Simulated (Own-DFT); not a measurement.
## Calculated data, Si2SnGe13 (diamond-structure random alloy, atoms displaced)

Computed with Own-DFT development build. A calculation, not a measurement: plane-wave density functional theory by an unreviewed code, no spin, of a simulated periodic cell, stress positive in tension, run twice, with PBE and with PBEsol, both on files made for PBE, so the change isn't that of files made for PBEsol, forces on such cells moved up to 12 meV/angstrom on a denser k mesh; the far tail of each file's local potential was reset to the Coulomb form; each entry is a single point on an unrelaxed cell, so the pressure reflects the starting lattice, mostly measured values (interpolated for alloys), from which strain is counted, and rises with the displacements; printed positions are rounded, which can move forces by about a meV/angstrom; the program, named Own-DFT, is a retired in-house code; no spin-orbit coupling; stress was not checked against mesh or cutoff.

Settings shared by all entries: functional PBE, then PBEsol; potential files PseudoDojo norm-conserving, scalar-relativistic, standard set; wave cutoff 49 hartree; occupations Fermi-Dirac; smearing width 0.1 eV; k mesh 3 x 3 x 3 centred on Gamma.

(1) Si2SnGe13 (diamond-structure random alloy, atoms displaced)

```cif
# cell vector a (Å): 11.3631 0.0000 0.0000
# cell vector b (Å): 0.0000 11.3631 0.0000
# cell vector c (Å): 0.0000 0.0000 11.3631
data_Si2SnGe13
_symmetry_space_group_name_H-M 'P 1'
_symmetry_Int_Tables_number 1
_cell_length_a 11.3631
_cell_length_b 11.3631
_cell_length_c 11.3631
_cell_angle_alpha 90.000
_cell_angle_beta 90.000
_cell_angle_gamma 90.000
_cell_volume 1467.20
loop_
_atom_site_label
_atom_site_type_symbol
_atom_site_fract_x
_atom_site_fract_y
_atom_site_fract_z
_atom_site_occupancy
Ge1 Ge 0.99445 0.00548 0.99304 1
Sn1 Sn 0.99436 0.25004 0.25700 1
Sn2 Sn 0.25352 0.99881 0.25526 1
Ge2 Ge 0.25666 0.25071 0.01002 1
Ge3 Ge 0.12091 0.10883 0.12424 1
Ge4 Ge 0.12923 0.37801 0.38171 1
Ge5 Ge 0.37215 0.11922 0.35805 1
Ge6 Ge 0.36956 0.35106 0.12895 1
Ge7 Ge 0.01284 0.00940 0.49672 1
Ge8 Ge 0.00790 0.24119 0.74520 1
Ge9 Ge 0.24215 0.99214 0.76029 1
Ge10 Ge 0.24564 0.25674 0.50309 1
Ge11 Ge 0.12364 0.12421 0.63899 1
Si1 Si 0.11486 0.37159 0.86656 1
Ge12 Ge 0.37186 0.12591 0.88561 1
Sn3 Sn 0.37421 0.36769 0.62275 1
Ge13 Ge 0.00308 0.47652 0.00188 1
Ge14 Ge 0.99025 0.74623 0.26265 1
Sn4 Sn 0.25013 0.50830 0.27141 1
Ge15 Ge 0.25408 0.75108 0.00096 1
Si2 Si 0.12814 0.62877 0.12007 1
Ge16 Ge 0.11422 0.87585 0.36625 1
Ge17 Ge 0.37822 0.62647 0.38949 1
Ge18 Ge 0.37333 0.86092 0.12113 1
Ge19 Ge 0.00278 0.49896 0.49829 1
Ge20 Ge 0.00852 0.74343 0.75141 1
Ge21 Ge 0.24028 0.50088 0.73492 1
Ge22 Ge 0.24512 0.73200 0.49728 1
Ge23 Ge 0.12507 0.61745 0.62425 1
Ge24 Ge 0.12675 0.87720 0.88167 1
Ge25 Ge 0.36648 0.61986 0.87823 1
Si3 Si 0.37462 0.87309 0.62417 1
Ge26 Ge 0.49035 0.00224 0.98965 1
Ge27 Ge 0.48873 0.24521 0.25231 1
Ge28 Ge 0.76344 0.99527 0.24885 1
Ge29 Ge 0.74260 0.25263 0.00065 1
Ge30 Ge 0.62134 0.12510 0.13146 1
Ge31 Ge 0.63300 0.37471 0.36932 1
Ge32 Ge 0.87921 0.12847 0.37471 1
Si4 Si 0.87825 0.37206 0.11862 1
Si5 Si 0.50643 0.99303 0.51032 1
Si6 Si 0.50256 0.24450 0.76278 1
Ge33 Ge 0.74468 0.00478 0.74327 1
Ge34 Ge 0.74860 0.25075 0.49918 1
Ge35 Ge 0.63042 0.12420 0.63837 1
Ge36 Ge 0.62384 0.38137 0.88692 1
Ge37 Ge 0.86658 0.13025 0.88089 1
Ge38 Ge 0.86990 0.36216 0.61744 1
Si7 Si 0.49146 0.49795 0.99674 1
Ge39 Ge 0.48939 0.74556 0.24766 1
Ge40 Ge 0.75372 0.49814 0.26062 1
Ge41 Ge 0.74583 0.75868 0.00239 1
Ge42 Ge 0.63272 0.62051 0.13242 1
Ge43 Ge 0.62271 0.86584 0.37097 1
Ge44 Ge 0.87154 0.62800 0.37193 1
Ge45 Ge 0.87573 0.87782 0.13344 1
Ge46 Ge 0.50021 0.49554 0.50714 1
Ge47 Ge 0.50117 0.75033 0.74439 1
Ge48 Ge 0.74849 0.50832 0.73685 1
Ge49 Ge 0.73709 0.75244 0.50630 1
Ge50 Ge 0.61865 0.62212 0.62273 1
Ge51 Ge 0.63179 0.87921 0.88363 1
Si8 Si 0.88016 0.61597 0.88332 1
Ge52 Ge 0.88048 0.87723 0.60902 1
```

* PBE pressure: 5.57 GPa
* PBE stress xx: -5.83 GPa
* PBE stress yy: -5.66 GPa
* PBE stress zz: -5.22 GPa
* PBE stress yz: 0.33 GPa
* PBE stress xz: -0.86 GPa
* PBE stress xy: -0.56 GPa
* PBEsol pressure: 2.7 GPa
* PBEsol stress xx: -2.95 GPa
* PBEsol stress yy: -2.78 GPa
* PBEsol stress zz: -2.37 GPa
* PBEsol stress yz: 0.31 GPa
* PBEsol stress xz: -0.81 GPa
* PBEsol stress xy: -0.55 GPa
* rms change of force components from PBE to PBEsol: 0.06 eV/Å

Force:
| force element | PBE force x (eV/Å) | PBE force y (eV/Å) | PBE force z (eV/Å) | PBEsol force x (eV/Å) | PBEsol force y (eV/Å) | PBEsol force z (eV/Å) |
| --- | --- | --- | --- | --- | --- | --- |
| Ge | -0.256 | -0.953 | 0.615 | -0.234 | -0.917 | 0.619 |
| Sn | 1.982 | 1.224 | -2.063 | 1.95 | 1.142 | -1.952 |
| Sn | -1.486 | -2.965 | -2.635 | -1.461 | -2.874 | -2.579 |
| Ge | -3.367 | -1.395 | -2.172 | -3.209 | -1.389 | -2.068 |
| Ge | -0.101 | 1.82 | -1.047 | -0.096 | 1.762 | -1.017 |
| Ge | -1.443 | -0.993 | 1.048 | -1.394 | -0.957 | 1.045 |
| Ge | 2.468 | 2.095 | 5.488 | 2.386 | 2.071 | 5.276 |
| Ge | 1.351 | 4.069 | 0.633 | 1.302 | 3.877 | 0.627 |
| Ge | -0.831 | -0.291 | 0.207 | -0.826 | -0.292 | 0.193 |
| Ge | -2.581 | 1.446 | 1.574 | -2.519 | 1.357 | 1.481 |
| Ge | 1.857 | 0.755 | -1.078 | 1.751 | 0.76 | -1 |
| Ge | -1.015 | -3.079 | -1.534 | -1.003 | -2.95 | -1.492 |
| Ge | 1.864 | -1.107 | -1.831 | 1.78 | -1.067 | -1.771 |
| Si | 1.898 | -0.235 | 0.036 | 1.852 | -0.229 | 0.027 |
| Ge | -0.73 | 0.544 | -1.874 | -0.723 | 0.486 | -1.758 |
| Sn | 1.359 | -0.302 | 2.196 | 1.268 | -0.235 | 2.08 |
| Ge | 0.283 | 2.365 | -0.211 | 0.272 | 2.306 | -0.211 |
| Ge | 1.135 | 0.275 | -2.647 | 1.066 | 0.311 | -2.53 |
| Sn | 0.33 | -0.332 | -3.535 | 0.34 | -0.357 | -3.368 |
| Ge | -1.301 | -0.82 | -0.443 | -1.219 | -0.753 | -0.454 |
| Si | -1.1 | -0.313 | 0.395 | -1.07 | -0.3 | 0.389 |
| Ge | 0.503 | -1.273 | 1.927 | 0.473 | -1.231 | 1.868 |
| Ge | 2.264 | 0.487 | 0.108 | 2.165 | 0.465 | 0.107 |
| Ge | 0.988 | 1.498 | -0.138 | 0.949 | 1.435 | -0.133 |
| Ge | -1.274 | -0.116 | 0.19 | -1.211 | -0.118 | 0.18 |
| Ge | -1.085 | 0.397 | 0.334 | -1.007 | 0.399 | 0.294 |
| Ge | 0.391 | -0.776 | 3.065 | 0.385 | -0.717 | 2.928 |
| Ge | -0.461 | 2.876 | 0.753 | -0.455 | 2.729 | 0.711 |
| Ge | -1.27 | 1.057 | -0.621 | -1.207 | 1.009 | -0.611 |
| Ge | -1.009 | -1.026 | 0.136 | -0.959 | -0.977 | 0.113 |
| Ge | 0.483 | -0.031 | -1.184 | 0.433 | 0.014 | -1.173 |
| Si | -0.607 | -0.078 | -0.136 | -0.631 | -0.126 | -0.091 |
| Ge | 1.439 | -1.186 | 2.034 | 1.391 | -1.143 | 1.965 |
| Ge | 2.404 | 0.378 | 0.125 | 2.298 | 0.349 | 0.091 |
| Ge | -2.077 | 1.159 | 1.199 | -1.992 | 1.115 | 1.148 |
| Ge | 0.367 | 0.108 | 1.095 | 0.329 | 0.082 | 1.025 |
| Ge | 0.124 | -0.706 | -0.368 | 0.115 | -0.669 | -0.366 |
| Ge | -1.861 | -0.606 | 0.894 | -1.785 | -0.578 | 0.882 |
| Ge | -2.126 | -2.107 | 2.155 | -2.048 | -2.046 | 2.088 |
| Si | -1.876 | 0.156 | 0.714 | -1.841 | 0.15 | 0.697 |
| Si | -0.525 | 0.488 | -0.83 | -0.458 | 0.507 | -0.847 |
| Si | 0.407 | 0.056 | 0.382 | 0.408 | 0.052 | 0.385 |
| Ge | 2.34 | -1.92 | 1.549 | 2.249 | -1.832 | 1.506 |
| Ge | -0.735 | -1.342 | -0.438 | -0.681 | -1.281 | -0.42 |
| Ge | -2.17 | 1.415 | -1.873 | -2.03 | 1.346 | -1.804 |
| Ge | -0.343 | 0.275 | -1.843 | -0.281 | 0.227 | -1.785 |
| Ge | 0.212 | -0.105 | -1.364 | 0.21 | -0.117 | -1.318 |
| Ge | 1.249 | 1.609 | 1.057 | 1.201 | 1.558 | 1.002 |
| Si | 0.163 | -0.226 | 1.576 | 0.162 | -0.223 | 1.54 |
| Ge | 1.259 | -0.634 | 0.441 | 1.226 | -0.607 | 0.433 |
| Ge | 0.957 | -0.21 | -2.13 | 0.898 | -0.169 | -2.034 |
| Ge | 1.451 | -1.582 | 0.688 | 1.376 | -1.49 | 0.699 |
| Ge | -1.372 | 0.03 | -0.795 | -1.315 | 0.062 | -0.735 |
| Ge | -0.324 | 1.208 | -0.037 | -0.285 | 1.129 | -0.043 |
| Ge | -0.653 | -0.638 | 2.35 | -0.626 | -0.623 | 2.265 |
| Ge | 1.062 | -1.052 | -1.658 | 1.006 | -1.004 | -1.586 |
| Ge | 1.425 | 0.587 | -1.873 | 1.376 | 0.601 | -1.813 |
| Ge | -0.419 | 0.299 | 1.246 | -0.371 | 0.251 | 1.219 |
| Ge | 0.954 | -1.117 | 1.781 | 0.889 | -1.101 | 1.69 |
| Ge | 1.071 | -0.452 | -0.721 | 1.033 | -0.437 | -0.716 |
| Ge | -0.01 | 0.478 | 0.148 | -0.004 | 0.459 | 0.142 |
| Ge | -1.234 | 0.32 | -1.795 | -1.199 | 0.315 | -1.736 |
| Si | -0.374 | 0.511 | -0.629 | -0.363 | 0.493 | -0.62 |
| Ge | -0.024 | -0.014 | 1.363 | -0.035 | -0.009 | 1.315 |

(2) Si2SnGe13 (diamond-structure random alloy, atoms displaced)

```cif
# cell vector a (Å): 11.3631 0.0000 0.0000
# cell vector b (Å): 0.0000 11.3631 0.0000
# cell vector c (Å): 0.0000 0.0000 11.3631
data_Si2SnGe13
_symmetry_space_group_name_H-M 'P 1'
_symmetry_Int_Tables_number 1
_cell_length_a 11.3631
_cell_length_b 11.3631
_cell_length_c 11.3631
_cell_angle_alpha 90.000
_cell_angle_beta 90.000
_cell_angle_gamma 90.000
_cell_volume 1467.20
loop_
_atom_site_label
_atom_site_type_symbol
_atom_site_fract_x
_atom_site_fract_y
_atom_site_fract_z
_atom_site_occupancy
Ge1 Ge 0.99830 0.00503 0.99277 1
Ge2 Ge 0.98997 0.25690 0.25220 1
Ge3 Ge 0.25261 0.98522 0.26133 1
Ge4 Ge 0.24785 0.23614 0.99204 1
Ge5 Ge 0.12522 0.12521 0.13540 1
Ge6 Ge 0.13040 0.36200 0.36985 1
Ge7 Ge 0.38277 0.13114 0.36980 1
Ge8 Ge 0.37770 0.37706 0.12066 1
Si1 Si 0.98720 0.00683 0.50792 1
Ge9 Ge 0.00410 0.24217 0.75609 1
Ge10 Ge 0.25433 0.00488 0.76144 1
Ge11 Ge 0.25794 0.25143 0.50380 1
Ge12 Ge 0.12396 0.13610 0.63197 1
Ge13 Ge 0.11627 0.37083 0.88831 1
Ge14 Ge 0.36142 0.12638 0.88123 1
Si2 Si 0.36972 0.38944 0.63232 1
Ge15 Ge 0.00684 0.49385 0.98929 1
Ge16 Ge 0.99970 0.76085 0.25314 1
Si3 Si 0.24022 0.50219 0.26202 1
Ge17 Ge 0.25629 0.75875 0.00916 1
Ge18 Ge 0.13522 0.62042 0.12052 1
Ge19 Ge 0.12494 0.87376 0.37701 1
Ge20 Ge 0.37407 0.62172 0.38468 1
Ge21 Ge 0.37357 0.87607 0.12981 1
Ge22 Ge 0.99450 0.49712 0.48797 1
Ge23 Ge 0.00078 0.75163 0.74763 1
Ge24 Ge 0.24831 0.50289 0.77406 1
Ge25 Ge 0.24640 0.74431 0.51309 1
Si4 Si 0.11939 0.61914 0.62180 1
Si5 Si 0.12301 0.87031 0.86919 1
Ge26 Ge 0.36800 0.61854 0.87432 1
Ge27 Ge 0.37740 0.88877 0.63166 1
Ge28 Ge 0.50164 0.99692 0.00521 1
Ge29 Ge 0.50588 0.24818 0.26342 1
Ge30 Ge 0.73882 0.00840 0.24535 1
Ge31 Ge 0.75377 0.24639 0.00056 1
Sn1 Sn 0.61885 0.12586 0.12490 1
Ge32 Ge 0.61970 0.37793 0.37523 1
Ge33 Ge 0.88581 0.11962 0.38016 1
Si6 Si 0.87445 0.37284 0.13090 1
Ge34 Ge 0.51295 0.00708 0.49546 1
Ge35 Ge 0.50354 0.25006 0.74349 1
Ge36 Ge 0.73744 0.00092 0.75499 1
Ge37 Ge 0.75721 0.24518 0.50603 1
Ge38 Ge 0.63616 0.12484 0.63510 1
Ge39 Ge 0.62172 0.38385 0.87603 1
Ge40 Ge 0.87566 0.12402 0.87750 1
Sn2 Sn 0.86852 0.37752 0.61826 1
Ge41 Ge 0.49597 0.47754 0.99607 1
Sn3 Sn 0.50003 0.75834 0.25049 1
Ge42 Ge 0.74486 0.50308 0.24445 1
Si7 Si 0.75081 0.75119 0.99413 1
Ge43 Ge 0.62076 0.62273 0.12329 1
Ge44 Ge 0.62930 0.88879 0.37934 1
Ge45 Ge 0.86497 0.62326 0.36551 1
Ge46 Ge 0.87317 0.86652 0.12761 1
Ge47 Ge 0.49891 0.50004 0.49860 1
Si8 Si 0.49780 0.74452 0.75188 1
Ge48 Ge 0.74387 0.48754 0.74481 1
Sn4 Sn 0.75295 0.75232 0.49401 1
Ge49 Ge 0.62091 0.63477 0.63464 1
Ge50 Ge 0.61914 0.87600 0.88436 1
Ge51 Ge 0.87615 0.63734 0.87872 1
Ge52 Ge 0.86989 0.87215 0.62964 1
```

* PBE pressure: 5.27 GPa
* PBE stress xx: -5.25 GPa
* PBE stress yy: -5.2 GPa
* PBE stress zz: -5.36 GPa
* PBE stress yz: -0.77 GPa
* PBE stress xz: 0.63 GPa
* PBE stress xy: 0.56 GPa
* PBEsol pressure: 2.41 GPa
* PBEsol stress xx: -2.39 GPa
* PBEsol stress yy: -2.35 GPa
* PBEsol stress zz: -2.5 GPa
* PBEsol stress yz: -0.74 GPa
* PBEsol stress xz: 0.58 GPa
* PBEsol stress xy: 0.53 GPa
* rms change of force components from PBE to PBEsol: 0.055 eV/Å

Force:
| force element | PBE force x (eV/Å) | PBE force y (eV/Å) | PBE force z (eV/Å) | PBEsol force x (eV/Å) | PBEsol force y (eV/Å) | PBEsol force z (eV/Å) |
| --- | --- | --- | --- | --- | --- | --- |
| Ge | 0.817 | -1.448 | 1.215 | 0.758 | -1.364 | 1.19 |
| Ge | 0.824 | -0.954 | -0.048 | 0.858 | -0.973 | 0.011 |
| Ge | 0.073 | 2.037 | -0.626 | 0.074 | 1.961 | -0.622 |
| Ge | -1.309 | 2.348 | 2.955 | -1.269 | 2.268 | 2.85 |
| Ge | -0.186 | -0.519 | -0.336 | -0.186 | -0.497 | -0.351 |
| Ge | -0.368 | 0.83 | 0.58 | -0.405 | 0.768 | 0.591 |
| Ge | -1.226 | -1.43 | 1.368 | -1.16 | -1.38 | 1.33 |
| Ge | -1.856 | -1.46 | 2.063 | -1.752 | -1.425 | 1.95 |
| Si | 2.084 | -1.136 | 0.852 | 2.031 | -1.113 | 0.84 |
| Ge | -0.87 | 1.361 | 0.379 | -0.828 | 1.305 | 0.376 |
| Ge | -1.665 | -0.959 | -1.131 | -1.569 | -0.887 | -1.114 |
| Ge | 0.063 | 0.287 | 0.425 | 0.019 | 0.256 | 0.373 |
| Ge | 0.744 | -1.785 | -1.105 | 0.733 | -1.691 | -1.028 |
| Ge | 1.905 | -1.835 | -1.987 | 1.848 | -1.769 | -1.922 |
| Ge | 3.682 | -0.795 | -1.228 | 3.531 | -0.778 | -1.19 |
| Si | 0.432 | -0.781 | -0.103 | 0.428 | -0.76 | -0.1 |
| Ge | -2.351 | 2.074 | 2.768 | -2.229 | 2.018 | 2.653 |
| Ge | 0.3 | -1.923 | -0.571 | 0.276 | -1.849 | -0.556 |
| Si | 1.294 | -0.094 | -1.038 | 1.263 | -0.089 | -1.013 |
| Ge | -0.991 | -0.852 | -1.635 | -0.935 | -0.862 | -1.542 |
| Ge | -0.94 | 0.32 | 0.758 | -0.923 | 0.348 | 0.693 |
| Ge | -0.767 | 0.019 | 2.146 | -0.715 | -0.009 | 2.03 |
| Ge | -1.067 | 0.111 | -0.46 | -1 | 0.13 | -0.403 |
| Ge | -0.461 | 1.513 | -1.154 | -0.449 | 1.462 | -1.116 |
| Ge | 1.565 | 0.989 | -0.577 | 1.479 | 0.932 | -0.579 |
| Ge | 0.521 | -0.463 | -0.328 | 0.426 | -0.456 | -0.318 |
| Ge | -2.228 | -1.545 | -2.924 | -2.143 | -1.487 | -2.766 |
| Ge | 0.33 | 0.699 | -0.181 | 0.357 | 0.703 | -0.224 |
| Si | -0.148 | -0.373 | 0.794 | -0.147 | -0.356 | 0.773 |
| Si | 0.506 | 0.679 | 0.882 | 0.493 | 0.671 | 0.863 |
| Ge | 2.308 | 2.135 | 1.803 | 2.193 | 2.018 | 1.763 |
| Ge | 0.505 | -1.052 | -0.444 | 0.462 | -0.994 | -0.44 |
| Ge | -2.439 | -0.372 | -1.103 | -2.363 | -0.373 | -1.059 |
| Ge | -1.058 | 1.873 | -1.43 | -1.028 | 1.806 | -1.378 |
| Ge | 3.339 | -1.975 | 1.743 | 3.225 | -1.936 | 1.708 |
| Ge | 0.441 | 1.759 | -0.489 | 0.406 | 1.669 | -0.502 |
| Sn | -0.186 | 1.657 | -0.698 | -0.173 | 1.594 | -0.663 |
| Ge | 1.43 | -0.176 | 0.801 | 1.366 | -0.172 | 0.769 |
| Ge | -1.761 | 0.632 | -1.144 | -1.759 | 0.682 | -1.151 |
| Si | -0.419 | 0.855 | -1.249 | -0.414 | 0.835 | -1.222 |
| Ge | -1.292 | 0.721 | 1.435 | -1.237 | 0.692 | 1.38 |
| Ge | -1.164 | 0.598 | 0.733 | -1.084 | 0.561 | 0.734 |
| Ge | 1.67 | -1.087 | 0.967 | 1.616 | -1.04 | 0.924 |
| Ge | -1.976 | -1.538 | -2.413 | -1.91 | -1.498 | -2.32 |
| Ge | -1.269 | 0.671 | -1.604 | -1.226 | 0.646 | -1.554 |
| Ge | 1.169 | -2.428 | -0.752 | 1.12 | -2.349 | -0.737 |
| Ge | -0.702 | -0.107 | -0.724 | -0.671 | -0.101 | -0.69 |
| Sn | 2.624 | -0.354 | 1.233 | 2.527 | -0.351 | 1.188 |
| Ge | -0.093 | 3.307 | 0.368 | -0.091 | 3.187 | 0.356 |
| Sn | 0.537 | -1.245 | 1.371 | 0.516 | -1.203 | 1.32 |
| Ge | 0.089 | -1.036 | -0.26 | 0.055 | -0.96 | -0.215 |
| Si | -0.531 | -0.099 | 1.352 | -0.518 | -0.092 | 1.328 |
| Ge | 0.424 | -0.34 | -1.876 | 0.403 | -0.357 | -1.773 |
| Ge | 0.015 | 0.141 | -0.977 | 0.008 | 0.158 | -0.953 |
| Ge | 2.05 | -0.463 | -0.712 | 1.981 | -0.448 | -0.685 |
| Ge | -0.715 | 1.457 | -0.925 | -0.661 | 1.434 | -0.855 |
| Ge | -0.002 | 0.175 | 1.504 | 0.014 | 0.202 | 1.414 |
| Si | -0.886 | 1.128 | 0.746 | -0.87 | 1.103 | 0.728 |
| Ge | -0.781 | 3.289 | 1.765 | -0.781 | 3.183 | 1.708 |
| Sn | -0.841 | -0.443 | 0.773 | -0.818 | -0.423 | 0.757 |
| Ge | 0.029 | -1.52 | -0.529 | 0.072 | -1.525 | -0.559 |
| Ge | 0.126 | -1.2 | -0.999 | 0.116 | -1.085 | -0.966 |
| Ge | -0.203 | -1.626 | -0.867 | -0.14 | -1.599 | -0.883 |
| Ge | 0.853 | 1.742 | 0.849 | 0.8 | 1.657 | 0.846 |
